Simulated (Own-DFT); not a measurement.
# Response to strain: wurtzite GaN, 72 atoms (Ga36N36)

All numbers below are calculated, not measured. They come from Own-DFT, an in-house plane-wave density functional program, since retired, whose code no person has reviewed. Each row is one single-point run on a periodic cell that was not relaxed, without spin or spin-orbit coupling.

Settings of every run: PBE; PseudoDojo norm-conserving scalar-relativistic files; cutoff 42 hartree; 4 x 4 x 3 k mesh centred on Gamma; Fermi-Dirac smearing of 0.1 eV.

Known limits: forces not confirmed at this smearing and k mesh; stress not checked against mesh or cutoff.

Unstrained cell vectors in Å: (9.567, 0.000, 0.000); (-4.783, 8.285, 0.000); (0.000, 0.000, 10.370). The unstrained cell has measured lattice constants (interpolated for alloys), not those of this functional. That, the random moves and any unrelaxed bonds set the pressure at no strain. Each run strains this cell uniformly, with the atoms carried along. Every atom was also moved at random, by a Gaussian of width 0.05 Å on each axis. Strain is the symmetric tensor, in per cent. Stress is positive in tension, and the pressure is minus a third of its trace.

```
run,e_xx (%),e_yy (%),e_zz (%),s_xx (GPa),s_yy (GPa),s_zz (GPa),P (GPa),E (meV/atom)
1,-2.50,-2.50,0.00,-23.66,-22.54,-11.69,19.29,70.4
2,0.25,0.25,0.00,-6.49,-5.15,-7.60,6.41,6.1
3,2.25,2.25,0.00,2.28,3.51,-5.72,-0.02,14.5
4,1.50,1.50,0.00,-0.74,-0.51,-3.95,1.73,0.0
5,-3.00,-3.00,0.00,-28.39,-24.64,-12.77,21.93,81.0
6,1.00,1.00,0.00,-2.42,-2.10,-6.49,3.67,8.2
7,-0.75,-0.75,0.00,-11.44,-12.87,-8.11,10.81,23.5
8,3.00,3.00,0.00,5.68,6.46,-3.99,-2.72,6.4
9,-1.00,-1.00,0.00,?,?,?,?,?
```

E is the free energy for each atom above the lowest run shown.

## Worked fit

The change of volume is close to e_xx + e_yy + e_zz. A straight line through the runs shown gives P = 8.63 - 207 x (fractional change of volume) GPa, with an error of 9 on the slope and a scatter of 1.06 GPa. The strain isn't the same on all axes and the cell isn't cubic, so the slope belongs to this path and is not the bulk modulus.

## Withheld run

Question: what pressure should run 9 give? Its volume changes by -1.99 %.

The line gives 12.8 GPa. The calculation gave 12.15 GPa.
